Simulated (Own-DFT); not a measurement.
# What a defect does to the pressure of its cell: C11b WSi2

Calculated, not measured: single-point runs of Own-DFT, a retired in-house plane-wave DFT program that no person has reviewed, on unrelaxed cells, without spin or spin-orbit coupling.

Common settings: PBE; PseudoDojo norm-conserving scalar-relativistic files; cutoff 50 hartree; 5 x 5 x 5 k mesh centred on Gamma; cold (Marzari-Vanderbilt) smearing of 0.2 eV.

Keep in mind: forces on such cells failed a check on a denser k mesh; stress not checked against mesh or cutoff.

All runs share one cell, with vectors in Å (-2.148, -5.953, 3.409); (-6.444, 2.976, 1.136); (-2.553, -2.948, -6.757) and a volume of 403.2 Å³. u is the rms random offset of the atoms per axis. The defect's site can differ from row to row.

```
              cell  formula   u (Å)  P (GPa)
         no defect  Si20W10  0.0186     4.46
         no defect  Si20W10  0.0440     5.48
         no defect  Si20W10  0.0444     5.77
    one Si vacancy  Si19W10  0.0273     3.10
    one Si vacancy  Si19W10  0.0431     4.11
    one Si vacancy  Si19W10  0.0517     4.35
one Si on a W site   Si21W9  0.0285     6.31
one Si on a W site   Si21W9  0.0308     6.05
one Si on a W site   Si21W9  0.0501     7.33
one Si on a W site   Si21W9  0.0514        ?
one W on a Si site  Si19W11  0.0263     9.87
one W on a Si site  Si19W11  0.0273     9.66
one W on a Si site  Si19W11  0.0527    11.14
     one W vacancy   Si20W9  0.0301     3.56
     one W vacancy   Si20W9  0.0446     3.74
     one W vacancy   Si20W9  0.0474     4.72
```

## Fit

P = P0 + c u² + a shift for each defect gives P0 = 4.27 GPa, c = 683 ± 80 GPa/Å² and a scatter of 0.24 GPa. The shifts, and each times the cell's volume:

- one W on a Si site: 5.00 ± 0.20 GPa, 12.6 eV
- one Si on a W site: 1.33 ± 0.20 GPa, 3.3 eV
- one W vacancy: -1.43 ± 0.20 GPa, -3.6 eV
- one Si vacancy: -1.61 ± 0.20 GPa, -4.1 eV

A positive shift means that the defect pushes the cell outwards. Shift times volume (160.2 GPa Å³ is 1 eV) depends little on the cell's size, so, taken for each site, it can be compared between cells at like pressure. The atoms around the defects weren't relaxed, which would change these numbers.

## Test on the hidden row

Question: what pressure belongs in the blank (one Si on a W site, u = 0.0514 Å)?

The fit gives 7.40 ± 0.30 GPa. The calculation gave 7.42 GPa.
